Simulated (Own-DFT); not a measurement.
# One host, several defects: C40 NbSi2

Calculated, not measured: single-point runs of Own-DFT, a retired in-house plane-wave DFT program that no person has reviewed, on unrelaxed cells, without spin or spin-orbit coupling.

All runs used: PBE; PseudoDojo norm-conserving scalar-relativistic files; cutoff 42 hartree; 4 x 4 x 5 k mesh centred on Gamma; cold (Marzari-Vanderbilt) smearing of 0.2 eV.

Known weak points: forces on such cells failed a check on a denser k mesh; stress not checked against mesh or cutoff.

All runs share one cell, with vectors in Å (0.000, 8.324, 0.000); (-9.613, 0.000, 0.000); (0.000, 0.000, 6.586) and a volume of 527.0 Å³. u is the rms random offset of the atoms per axis. The defect's site can differ from row to row.

```
                    cell   formula   u (Å)  P (GPa)
               no defect  Nb12Si24  0.0192     1.49
               no defect  Nb12Si24  0.0228     1.55
               no defect  Nb12Si24  0.0430     2.38
        two Nb vacancies  Nb10Si24  0.0303    -0.17
        two Nb vacancies  Nb10Si24  0.0345        ?
        two Nb vacancies  Nb10Si24  0.0509     0.65
        two Nb vacancies  Nb10Si24  0.0534     1.52
          one Si vacancy  Nb12Si23  0.0287     1.13
          one Si vacancy  Nb12Si23  0.0458     1.57
          one Si vacancy  Nb12Si23  0.0489     1.79
two Nb on a Si site each  Nb14Si22  0.0311     7.68
two Nb on a Si site each  Nb14Si22  0.0495     7.98
two Nb on a Si site each  Nb14Si22  0.0515     8.85
two Si on a Nb site each  Nb10Si26  0.0295     1.52
two Si on a Nb site each  Nb10Si26  0.0297     1.49
two Si on a Nb site each  Nb10Si26  0.0495     2.35
```

## Working it out

P = P0 + c u² + a shift for each defect gives P0 = 1.28 GPa, c = 575 ± 94 GPa/Å² and a scatter of 0.27 GPa. The shifts, and each times the cell's volume:

- two Nb on a Si site each: 5.73 ± 0.24 GPa, 18.8 eV (9.4 eV for each of its 2 sites)
- two Si on a Nb site each: -0.30 ± 0.22 GPa, -1.0 eV (-0.5 eV for each of its 2 sites) (not resolved)
- one Si vacancy: -0.81 ± 0.23 GPa, -2.6 eV
- two Nb vacancies: -1.83 ± 0.25 GPa, -6.0 eV (-3.0 eV for each of its 2 sites)

Positive is outwards. The product with the volume (160.2 GPa Å³ to the eV) is nearly free of the cell's size; divided by the bulk modulus at the cell's pressure it gives the volume that the defect adds. The atoms around the defects weren't relaxed, which would change these numbers.

## Check

The question: what pressure belongs in the blank (two Nb vacancies, u = 0.0345 Å)?

From the fit: 0.13 ± 0.32 GPa. Computed: -0.28 GPa.
